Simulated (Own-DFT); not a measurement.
# Computed records: Hf₃₆O₇₁ (tetragonal hafnia with one neutral oxygen vacancy, atoms displaced)

Computed with Own-DFT development build. A calculation, not a measurement: plane-wave PBE and HSE06 DFT by an unreviewed code, no spin, of a simulated cell at Gamma alone, so results move with cell size and shape, stress positive in tension, energies less offsets, not probed for a lower state with spin; hafnium file: forces about 75 meV/angstrom off all-electron values; oxygen file: force components 24 meV/angstrom off all-electron in a glass; k mesh not checked against a denser one; forces and stress are PBE's, HSE06 gives the energy alone, and its difference from PBE has offsets of its own; offsets are fitted by least squares, one for each functional and potential file, so energies compare only between cells with the same atoms and settings and are not formation energies; the far tail of each file's local potential was reset to the Coulomb form; each entry is a single point on an unrelaxed cell, so the pressure reflects the starting lattice, taken from the Materials Project, from which strain is counted, and rises with the displacements; printed positions are rounded, which can move forces by about a meV/angstrom; the program is a retired in-house code; no spin-orbit coupling.

Settings shared by all entries: first functional PBE; second functional HSE06; exact exchange share 0.25; screening 0.11 1/bohr; exchange divergence Gygi-Baldereschi; potential files PseudoDojo norm-conserving, scalar-relativistic, made for PBE, standard set; wave cutoff 48 hartree; occupations fixed; k mesh 1 x 1 x 1 centred on Gamma.

(1) 
```xyz
107
Lattice="10.7800 0.0000 0.0000 0.0000 10.7800 0.0000 0.0000 0.0000 10.4493" Properties=species:S:1:pos:R:3:force_x:R:1:force_y:R:1:force_z:R:1 formula=Hf36O71 PBE_energy_of_cell_above_offsets=-100.386 HSE06_less_PBE_above_offsets=-0.121 PBE_pressure=0.8 PBE_stress_xx=-0.81 PBE_stress_yy=-0.31 PBE_stress_zz=-1.27 PBE_stress_yz=-0.23 PBE_stress_xz=0.17 PBE_stress_xy=-0.04
Hf     0.0188    10.7364    10.4290      -0.93      1.483      0.242
Hf     1.7886     1.7417     2.5748     -0.001      2.327      0.436
O     10.7565     1.7603     1.6048      0.755     -0.161     -0.411
O      1.8070     0.0135     3.5779     -0.025     -0.186      0.772
O      0.0009     1.7974     4.2099      0.121     -0.296     -0.015
O      1.8945     0.0188     1.0064      -2.99     -0.304      0.815
Hf     0.0031     0.0242     5.2245      -1.54     -0.266      0.401
Hf     1.7988     1.8159     7.8080      0.658      0.309       0.87
O      0.0390     1.7870     6.8479     -0.714      0.211     -0.603
O      1.8239     0.0400     8.8779     -0.471     -0.892     -0.257
O      0.0293     1.8181     9.3964     -0.305     -0.837      0.645
O      1.7880     0.0189     6.2386       0.34     -0.414     -0.051
Hf     0.0260     3.5545     0.0250     -0.218      0.265     -0.492
Hf     1.7777     5.4681     2.5109      1.021     -0.482      1.528
O     10.7698     5.4320     1.6035      0.281     -0.114     -0.888
O      1.7667     3.6236     3.6206       0.03     -0.502     -0.228
O      0.0185     5.4117     4.2376      -0.57      0.105     -0.568
O      1.8038     3.5740     1.0340      0.098      0.107     -0.421
Hf     0.0406     3.5924     5.2194       0.15      0.393     -0.756
Hf     1.7656     5.4081     7.8503      0.423     -0.337      0.191
O      0.0092     5.3921     6.7726     -0.347      0.293      0.535
O      1.7921     3.5920     8.8706      0.141      0.391     -0.269
O     10.7754     5.3723     9.4013      0.152      0.467      0.415
O      1.8085     3.6028     6.2550     -0.039     -0.091      0.041
Hf    10.7475     7.2393    10.4322      0.934     -1.344      0.633
Hf     1.7733     9.0472     2.5669      1.578     -2.314      0.743
O      0.0077     8.9018     1.6409     -0.226      0.594     -1.035
O      1.8392     7.1639     3.6054     -0.184      0.955      0.076
O     10.7693     9.0211     4.2568      0.461     -0.443     -0.426
O      1.8668     7.2213     1.0844     -1.305     -0.013     -1.159
Hf    10.7373     7.1828     5.2247     -0.122      0.337      0.332
Hf     1.8055     9.0070     7.8198      0.191      -0.49      0.181
O     10.7535     8.9446     6.8570      0.099      -0.27        0.2
O      1.8395     7.1576     8.9002     -0.796      0.952     -0.822
O     10.7536     8.9829     9.3975      0.307      0.079      0.525
O      1.7817     7.2038     6.1953      0.313      0.004      0.743
Hf     3.5617    10.7787     0.0236      2.459      -0.15     -1.626
Hf     5.3364     1.7799     2.5915       1.24      0.616      0.167
O      3.5924     1.8094     1.5615     -0.086      0.068     -0.024
O      5.3571     0.0437     3.6415     -0.167     -0.378      0.008
O      3.5695     1.7884     4.1724      -0.03      0.228      0.167
O      5.4038     0.0061     0.9879     -0.396      0.127      0.451
Hf     3.5668     0.0103     5.1751      0.906      -0.42      0.475
Hf     5.4065     1.8622     7.8395     -0.449     -1.885     -0.251
O      3.5836     1.8071     6.8265      0.602     -0.018     -0.561
O      5.3504    10.7449     8.8710      0.511      1.094     -0.203
O      3.6099     1.7974     9.3987      0.062      0.387      0.653
O      5.4316    10.7519     6.2861     -1.527      0.313     -0.481
Hf     3.6408     3.6099    10.4461     -0.953     -0.101     -0.353
Hf     5.3668     5.4221     2.6085      -0.06      0.109      0.307
O      3.5864     5.4413     1.5712      0.252     -0.708     -0.135
O      5.3905     3.6308     3.6657      0.193     -0.929       -0.6
O      3.6568     5.3450     4.1936     -0.164      0.764      0.553
O      5.4103     3.6267     1.0168     -0.451     -0.042     -0.012
Hf     3.5971     3.5888     5.2277      0.146      0.359     -0.518
Hf     5.3629     5.3663     7.7941       0.53      1.347      0.509
O      3.6223     5.3515     6.8266      -1.02      0.134     -0.335
O      5.3376     3.5827     8.8040      0.262      0.833      1.208
O      3.5888     5.4465     9.4322      0.192     -1.745     -0.264
O      5.4481     3.5861     6.2647     -0.627     -0.216     -0.211
Hf     3.6503     7.1766    10.4173     -1.088      0.619      0.071
Hf     5.3888     9.0088     2.6130     -0.097      -0.11      0.094
O      3.6295     9.0118     1.5972     -0.646      0.461     -0.091
O      5.3493     7.2288     3.6406      0.292     -0.545     -0.452
O      3.6207     8.9835     4.1641     -0.396      0.504      0.816
O      5.3261     7.1825     0.9813      1.683      0.161      0.632
Hf     3.6021     7.1921     5.2537      0.264     -0.323      -1.19
Hf     5.3251     9.0195     7.8162        1.5     -0.419      0.269
O      3.6243     8.9961     6.8051     -1.507     -0.024     -0.529
O      5.3404     7.2081     8.8414      0.509     -0.208     -0.125
O      3.5898     8.9778     9.4162     -0.458      0.465     -0.072
O      5.4094     7.1967     6.2355     -0.467     -0.354     -0.267
Hf     7.1775     0.0194    10.4088       0.26      0.415      1.018
Hf     8.9823     1.7813     2.6339     -0.892     -0.519     -0.215
O      7.1597     1.7592     1.5718      0.169      0.346      0.427
O      8.9653    10.7508     3.6838      0.342      0.332     -0.546
O      7.1767     1.7519     4.1602      0.172      1.274      0.491
O      8.9966    10.7591     1.0930      0.405     -0.202     -0.992
Hf     7.1157     0.0108     5.2213      1.599     -0.433      0.375
Hf     9.0193     1.8103     7.8332     -0.545      -0.48      0.154
O      7.1967     1.7993     6.8541       0.26      0.194      -0.19
O      8.9580    10.7680     8.8901      0.679      0.719     -0.046
O      7.2260     1.8248     9.4544     -0.488     -0.016     -0.639
O      8.9751    10.7772     6.2498       0.24      0.426      0.114
Hf     7.1550     3.6050    10.4276      1.327      0.289      0.636
Hf     9.0565     5.3957     2.5884     -1.595      0.036       0.34
O      7.1601     5.4857     1.5636      0.683     -0.347      0.647
O      9.0689     3.5987     3.5935      -0.48      0.194      0.133
O      7.1686     5.4141     4.1875      0.327     -0.737     -0.173
O      9.0005     3.5558     1.0223     -0.434      0.439      0.062
Hf     7.1999     3.6068     5.2036     -0.311     -0.343     -0.379
Hf     9.0134     5.3679     7.8450      -0.58      0.097     -0.184
O      7.1533     5.3989     6.8267      1.181      0.101     -0.162
O      8.9687     3.6254     8.9177      0.121      -0.69     -1.036
O      7.2011     5.4139     9.4605     -0.409     -0.326     -0.375
O      8.9903     3.5860     6.1802      0.154     -0.087       0.81
Hf     7.1831     7.2122     0.0053     -0.469     -0.259      0.423
Hf     8.9668     8.9668     2.6432     -0.619      1.457     -0.286
O      7.1652     8.9570     1.5757      0.334     -0.245      0.286
O      8.9724     7.2628     3.6608      0.115     -1.532      0.536
O      7.1344     9.0186     4.2206     -0.003     -0.545     -0.483
O      8.9986     7.1647     1.0682      0.022      0.326     -0.528
Hf     7.2009     7.1506     5.1653     -0.087      1.259      1.391
Hf     8.9570     8.9349     7.9199     -0.907      0.826      -1.64
O      7.1755     8.9417     6.7909       0.75     -0.363      0.821
O      8.9663     7.1472     8.9175      0.286      0.269     -0.463
O      7.2296     9.0473     9.4494      0.107     -1.408     -0.322
```

Units: PBE_energy_of_cell_above_offsets, HSE06_less_PBE_above_offsets in eV; PBE_pressure, PBE_stress_xx, PBE_stress_yy, PBE_stress_zz, PBE_stress_yz, PBE_stress_xz, PBE_stress_xy in GPa; force_x, force_y, force_z in eV/Å.

(2) 
```xyz
107
Lattice="10.7800 0.0000 0.0000 0.0000 10.7800 0.0000 0.0000 0.0000 10.4493" Properties=species:S:1:pos:R:3:force_x:R:1:force_y:R:1:force_z:R:1 formula=Hf36O71 PBE_energy_of_cell_above_offsets=-87.754 HSE06_less_PBE_above_offsets=0.536 PBE_pressure=4.67 PBE_stress_xx=-4.58 PBE_stress_yy=-5.29 PBE_stress_zz=-4.15 PBE_stress_yz=-0.1 PBE_stress_xz=1.41 PBE_stress_xy=-0.03
Hf     0.1616     0.1087     0.0180     -2.847     -3.565      0.277
Hf     1.9022     1.8894     2.5874     -0.236     -0.148      1.716
O      0.1834     1.7663     1.5837      -2.27      0.271     -0.714
O      1.9631    10.6669     3.7665     -2.041      2.881     -1.027
O      0.0015     1.9245     4.1078       0.16     -2.325      0.751
O      1.8587     0.0963     1.0672      0.512     -0.277      0.085
Hf    10.7674     0.0111     5.1869      0.834     -0.644      1.732
Hf     1.7507     1.9551     7.9913      1.007     -2.575     -3.031
O      0.0981     1.7171     6.9771     -2.052     -0.987     -2.019
O      1.8251    10.7708     8.9545      0.614      2.138      0.811
O      0.0299     1.7847     9.3453      0.727      -0.35      1.379
O      1.9118     0.0374     6.2355     -3.951     -0.721      1.225
Hf     0.0205     3.3988     0.0670     -2.509      4.137      0.132
Hf     1.8579     5.5159     2.6148     -1.647     -1.539     -0.948
O      0.0459     5.2814     1.4719     -0.335      0.875      1.924
O      1.9265     3.6366     3.6595     -0.058      0.442     -0.153
O      0.0297     5.2306     4.0755      0.493      3.062      0.463
O      1.8616     3.5795     1.1582      0.464     -0.743     -1.617
Hf     0.0120     3.6146     5.1921      1.237     -0.255      1.545
Hf     1.8890     5.3557     7.8566     -1.873      4.332     -1.077
O     10.7232     5.4975     6.8814      2.005      0.367     -1.868
O      1.7133     3.6910     8.7307      1.051      -1.32      4.587
O      0.0463     5.3180     9.4305      0.524      1.307      0.524
O      1.6717     3.6217     6.3890      1.405       0.15     -1.511
Hf    10.7609     7.1335     0.0220      0.156       0.48     -1.383
Hf     1.8655     9.0267     2.6469     -2.012      0.134     -1.206
O     10.7646     9.0398     1.5884       1.18     -0.097       1.02
O      1.7231     7.2724     3.5900     -0.567     -1.905      1.182
O     10.7405     8.9344     4.1806     -0.809      0.586      0.805
O      1.8666     7.2038     0.9914      0.016     -0.502      0.233
Hf     0.1449     7.0941     5.1447     -0.006      0.494      2.721
Hf     1.9377     9.1373     7.8693      -1.99     -3.127     -1.119
O     10.7312     9.0377     6.9111      1.263      1.073     -2.122
O      1.8225     7.3721     8.7935      1.374     -2.896      1.013
O      0.0258     8.8124     9.3236     -0.171      2.138      1.731
O      1.9272     7.3579     6.3961     -1.089      -1.38     -3.419
Hf     3.5862     0.0795     0.0108      0.639     -0.623      0.094
Hf     5.5215     1.8935     2.6192      0.864     -0.508     -1.433
O      3.6414     1.7027     1.7084      1.602      0.368     -1.274
O      5.3656     0.1400     3.5382      0.037     -1.369      0.984
O      3.5287     1.9243     4.2832      0.207     -3.838     -1.637
O      5.5334     0.0625     0.9429     -6.012       0.24       2.16
Hf     3.4825    10.7382     5.2524      2.269      0.312     -0.643
Hf     5.3286     1.7813     7.8463        0.5      0.974     -0.931
O      3.5650     1.7045     6.8111      0.152       1.08      1.572
O      5.5331     0.1246     8.8275      -1.48     -1.015      0.545
O      5.3181    10.7215     6.3162      1.775      1.241     -1.759
Hf     3.5652     3.5879     0.0380      0.999      0.743     -0.072
Hf     5.4280     5.3096     2.6335     -1.547      1.502      1.244
O      3.5620     5.3458     1.5978      2.164      0.233     -0.026
O      5.4279     3.6021     3.8142      0.334     -0.018     -1.406
O      3.5747     5.4373     4.2750     -0.005      0.016     -1.119
O      5.4491     3.5256     1.0545     -2.235      0.121      0.841
Hf     3.6836     3.5535     5.1095     -1.567      2.504      3.589
Hf     5.3589     5.3970     7.8354      0.682      0.119      0.757
O      3.6425     5.3733     6.8723     -0.299     -0.079     -1.392
O      5.3921     3.6784     8.9025     -0.163     -2.529      0.246
O      3.6997     5.3272     9.3863     -1.354      0.709      1.373
O      5.4296     3.5167     6.2871      0.348     -0.157     -0.273
Hf     3.6793     7.2442    10.4153     -1.342     -0.367     -0.911
Hf     5.4844     9.0798     2.6630     -1.027     -0.484     -0.457
O      3.5080     9.0786     1.6288      3.494     -0.236     -1.261
O      5.4935     7.1548     3.8096      -1.36      0.065     -2.002
O      3.4187     8.9314     4.1390      2.218     -0.493      0.557
O      5.5269     7.1869     0.8935     -3.127      0.068      2.498
Hf     3.7476     7.2179     5.1630     -0.839      0.789      2.299
Hf     5.3962     8.9077     7.6935      -1.11      1.552      3.246
O      3.6846     9.0266     6.6668     -1.129      0.426      0.413
O      5.3814     7.1738     8.7835     -0.373      0.181      1.751
O      3.6173     9.0056     9.4053       0.78       1.25       0.24
O      5.4151     7.3221     6.4452      0.356     -1.692      -3.05
Hf     7.1038     0.0604     0.0284      5.034     -1.773     -1.606
Hf     9.0294     1.7217     2.7865     -0.185      2.019     -3.996
O      7.3052     1.8094     1.5184     -1.153     -0.054      1.525
O      8.9883     0.0217     3.6369      0.505     -2.322      1.878
O      7.3126     1.7330     4.0418      -1.04      1.061      1.884
O      9.0577    10.7122     1.0476      0.243       1.03     -0.136
Hf     7.1317    10.7757     5.2317     -0.863       0.35      1.016
Hf     8.9310     1.6636     7.9326       2.05      2.801       0.09
O      7.3329     1.7516     6.8115     -2.927      0.488     -0.966
O      9.0660     0.0093     8.8706     -0.114     -1.175      0.115
O      7.2105     1.7832     9.5102      0.437      1.818     -1.856
O      8.9127     0.0182     6.2496      1.023     -0.412      -0.99
Hf     7.1166     3.5922    10.4005      2.595      0.359     -0.573
Hf     8.9732     5.3215     2.6841      0.955      0.343     -2.397
O      7.1064     5.2836     1.7894      1.684      0.368     -1.782
O      8.9921     3.6598     3.6457      -0.85     -1.925      0.678
O      7.2101     5.4689     4.2853     -0.823     -3.241        0.4
O      8.8882     3.6031     0.9978      1.576      0.104      0.542
Hf     7.2161     3.5693     5.2713      0.731      0.602      0.612
Hf     8.9724     5.4265     7.8004      0.688      0.076      2.847
O      7.1653     5.3743     6.9386      0.189     -0.474     -2.696
O      9.1604     3.6230     8.9985     -1.292      -1.12     -1.927
O      7.2204     5.4259     9.2956     -0.664     -0.913      2.729
O      9.1025     3.5387     6.1832     -1.891      0.342       0.56
Hf     7.1779     7.1974    10.3939      3.426      1.069     -2.382
Hf     9.0003     8.9361     2.6697      1.074     -0.166     -2.603
O      7.1287     9.2192     1.6054      0.814     -1.303      1.351
O      8.8283     7.0123     3.7560      1.418      2.757     -0.609
O      6.9789     8.9505     4.2473       1.13       1.62     -0.009
O      8.9877     7.3780     1.1719      -1.03     -1.236     -0.403
Hf     7.2531     7.1792     5.2282     -0.523     -0.533      1.237
Hf     8.9083     9.0611     7.6997      2.398     -1.477      3.751
O      7.1213     9.1027     6.9131      1.609      0.148     -3.053
O      8.8295     7.2037     8.9630      0.991     -0.231     -1.354
O      7.1550     9.0282     9.3940     -0.321     -0.417      0.844
O      8.9933     7.1645     6.2607      0.103      0.814     -0.129
```

Units: PBE_energy_of_cell_above_offsets, HSE06_less_PBE_above_offsets in eV; PBE_pressure, PBE_stress_xx, PBE_stress_yy, PBE_stress_zz, PBE_stress_yz, PBE_stress_xz, PBE_stress_xy in GPa; force_x, force_y, force_z in eV/Å.
